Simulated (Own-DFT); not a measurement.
Hf₃₂O₆₃ (monoclinic hafnia with one neutral oxygen vacancy, atoms displaced) (calculated)

All values are calculated (Own-DFT development build). A calculation, not a measurement: plane-wave PBE and HSE06 DFT by an unreviewed code, no spin, of a simulated cell at Gamma alone, so results move with cell size and shape, stress positive in tension, energies less offsets, not probed for a lower state with spin; hafnium file: forces about 75 meV/angstrom off all-electron values; oxygen file: force components 24 meV/angstrom off all-electron in a glass; k mesh not checked against a denser one; forces and stress are PBE's, HSE06 gives the energy alone, and its difference from PBE has offsets of its own; offsets are fitted by least squares, one for each functional and potential file, so energies compare only between cells with the same atoms and settings and are not formation energies; the far tail of each file's local potential was reset to the Coulomb form; each entry is a single point on an unrelaxed cell, so the pressure reflects the starting lattice, mostly measured values, from which strain is counted, and rises with the displacements; printed positions are rounded, which can move forces by about a meV/angstrom; the program is a retired in-house code; no spin-orbit coupling.

## Hf₃₂O₆₃ (monoclinic hafnia with one neutral oxygen vacancy, atoms displaced)

```
Hf32O63
1.0
     10.2340     0.0000     0.0000
      0.0000    10.3500     0.0000
     -1.6955     0.0000    10.4453
Hf O Hf O Hf O Hf O Hf O Hf O Hf O Hf O
4 8 4 8 4 8 4 8 4 8 4 8 4 8 4 7
Direct
  0.14037 0.00753 0.10647
  0.35813 0.26788 0.13628
  0.35197 0.48452 0.37692
  0.14660 0.23208 0.35234
  0.02155 0.15625 0.16678
  0.46947 0.41063 0.08499
  0.46146 0.31960 0.32210
  0.04141 0.08089 0.42192
  0.22395 0.37546 0.23679
  0.27644 0.12399 0.01679
  0.27342 0.11871 0.25199
  0.21233 0.37559 0.48185
  0.14479 0.01612 0.61162
  0.37673 0.28251 0.66395
  0.35382 0.47700 0.89166
  0.12700 0.22509 0.85049
  0.04086 0.16315 0.66397
  0.47316 0.42118 0.57627
  0.46581 0.32913 0.81956
  0.03985 0.07789 0.91192
  0.23017 0.37969 0.73823
  0.27356 0.12804 0.52093
  0.26820 0.12158 0.76265
  0.22048 0.36255 0.99952
  0.13240 0.51871 0.09139
  0.35736 0.77362 0.14608
  0.35815 0.97881 0.38139
  0.15000 0.71666 0.35694
  0.04041 0.67596 0.17745
  0.46047 0.90621 0.07323
  0.47551 0.84416 0.32912
  0.02608 0.58224 0.42508
  0.22491 0.86986 0.23905
  0.27400 0.61954 0.01022
  0.27623 0.62195 0.24777
  0.22046 0.86365 0.49029
  0.12896 0.52954 0.58447
  0.35540 0.75802 0.64399
  0.36068 0.98185 0.89132
  0.13267 0.73177 0.84259
  0.04072 0.66481 0.67762
  0.46940 0.90586 0.58559
  0.46424 0.83658 0.82289
  0.03974 0.59508 0.91432
  0.23171 0.87099 0.74129
  0.26813 0.64897 0.51267
  0.27536 0.61240 0.75712
  0.21843 0.86780 0.96908
  0.63090 0.00940 0.11662
  0.86511 0.26414 0.15030
  0.85691 0.48586 0.38386
  0.63613 0.22084 0.35549
  0.54000 0.16632 0.17400
  0.95294 0.41921 0.06259
  0.97120 0.32823 0.32622
  0.53268 0.08285 0.42908
  0.72832 0.38317 0.24654
  0.78527 0.12668 0.02152
  0.78862 0.13106 0.27670
  0.72357 0.36949 0.48477
  0.64443 0.02065 0.60873
  0.85752 0.26798 0.63659
  0.85358 0.48768 0.89171
  0.63486 0.21825 0.85543
  0.53561 0.16043 0.67702
  0.96314 0.41466 0.56280
  0.95571 0.32776 0.83467
  0.54268 0.08396 0.92036
  0.72321 0.37135 0.73198
  0.77796 0.13830 0.50689
  0.78011 0.12606 0.76820
  0.73682 0.38591 0.99021
  0.64929 0.51706 0.11088
  0.86584 0.77284 0.15289
  0.86154 0.97469 0.39153
  0.62501 0.72837 0.35719
  0.53326 0.67499 0.16768
  0.97526 0.90598 0.07599
  0.95674 0.83326 0.33003
  0.54666 0.59038 0.42005
  0.73322 0.87944 0.24470
  0.76102 0.62411 0.00251
  0.79014 0.60390 0.26507
  0.72259 0.87407 0.47917
  0.63164 0.52114 0.61053
  0.86687 0.77107 0.64355
  0.84612 0.97368 0.88926
  0.62060 0.73350 0.85364
  0.53082 0.67053 0.65734
  0.96573 0.92137 0.57336
  0.97739 0.82818 0.83247
  0.52579 0.57349 0.91757
  0.78234 0.61023 0.49676
  0.78127 0.62537 0.76451
  0.73162 0.86471 0.97406
```

Settings of this run: first functional PBE, second functional HSE06, exact exchange share 0.25, screening 0.11 1/bohr, exchange divergence Gygi-Baldereschi, potential files PseudoDojo norm-conserving, scalar-relativistic, made for PBE, standard set, wave cutoff 48 hartree, occupations fixed and k mesh 1 x 1 x 1 centred on Gamma.

It finds PBE energy of cell above offsets -81.910 eV; HSE06 less PBE above offsets 0.648 eV; PBE pressure 8.29 GPa; PBE stress xx -7.14 GPa; PBE stress yy -8.77 GPa; PBE stress zz -8.95 GPa; PBE stress yz 0.96 GPa; PBE stress xz -0.89 GPa; PBE stress xy 1.15 GPa.

Force:
```csv
element,x (eV/Å),y (eV/Å),z (eV/Å)
Hf,-1.557,2.533,-2.199
Hf,0.717,0.407,1.39
Hf,2.459,-3.86,1.902
Hf,-2.72,-1.634,1.306
O,2.675,-0.929,0.194
O,0.129,0.403,-0.939
O,-1.585,2.26,0.893
O,0.063,-0.226,-0.486
O,0.157,1.133,-0.181
O,0.631,-0.881,-1.028
O,0.223,-0.765,0.774
O,2.07,1.599,-0.219
Hf,0.006,1.193,-2.215
Hf,-3.064,-2.433,-6.436
Hf,-0.104,0.467,1.361
Hf,-0.643,0.599,-0.192
O,-1.562,1.194,0.732
O,-2.437,-0.726,-0.92
O,1.542,1.456,4.682
O,-1.081,-1.309,1.015
O,-0.612,0.061,0.269
O,1.175,0.201,-1.113
O,1.56,-0.625,0.996
O,0.058,0.599,-1.611
Hf,-1.516,-0.086,-0.323
Hf,0.803,-2.37,-2.367
Hf,-0.61,1.377,4.673
Hf,-3.835,3.48,-1.228
O,0.108,-1.531,-0.436
O,1.104,1.623,-0.12
O,-1.802,0.247,-1.196
O,2.607,2.81,-2.158
O,0.179,0.378,0.218
O,0.802,0.821,0.11
O,0.193,-0.637,1.804
O,0.56,1.07,-1.058
Hf,-0.759,-4.089,3.764
Hf,1.246,4.243,1.662
Hf,-1.224,-0.008,-0.506
Hf,2.98,-1.025,1.897
O,-1.441,0.225,-2.568
O,0.449,0.89,-0.87
O,-0.252,0.45,0.857
O,-1.967,-2.79,1.737
O,-0.027,1.019,-0.904
O,0.627,-5.15,-3.089
O,0.746,0.648,-0.507
O,1.062,1.156,3.237
Hf,1.078,2.214,-1.337
Hf,0.087,1.642,-0.091
Hf,0.504,-6.973,4.27
Hf,0.822,2.328,0.974
O,0.398,-1.824,-0.931
O,2.704,0.769,2.123
O,0.352,0.512,-0.506
O,-0.196,-0.58,-0.317
O,-0.883,-1.384,-1.497
O,-1.724,-1.451,-1.104
O,-1.194,-1.253,-1.396
O,-0.863,-0.204,0.135
Hf,-1.376,-0.67,-1.28
Hf,1.807,2.261,0.421
Hf,1.522,-1.68,-0.468
Hf,3,3.248,0.362
O,0.496,-0.298,0.195
O,0.515,-0.417,1.955
O,0.796,0.135,-1.059
O,-1.881,-2.514,1.578
O,-0.711,1.122,0.37
O,-1.024,-2.29,0.89
O,-0.651,-1.554,-0.815
O,-3.245,-2.525,-0.11
Hf,-1.42,-0.686,-1.259
Hf,1.074,-0.99,-1.019
Hf,1.757,2.65,1.847
Hf,4.405,1.118,-1.196
O,0.723,-0.542,0.646
O,-1.376,-0.296,-0.167
O,2.334,-1.87,-0.358
O,-4.191,-3.427,0.573
O,-1.482,0.141,-2.07
O,0.589,1.772,1.476
O,-2.094,6.313,-5.509
O,-0.388,-0.641,1.915
Hf,3.763,-0.819,-1.301
Hf,0.093,-0.249,-0.358
Hf,4.591,1.279,0.414
Hf,1.743,-2.688,-0.205
O,0.613,0.029,1.63
O,-1.016,-1.469,1.048
O,-4.352,2.548,-1.472
O,0.61,0.972,-0.526
O,-1.28,3.433,3.015
O,-1.229,1.384,-1.745
O,-1.926,-0.044,1.654
```
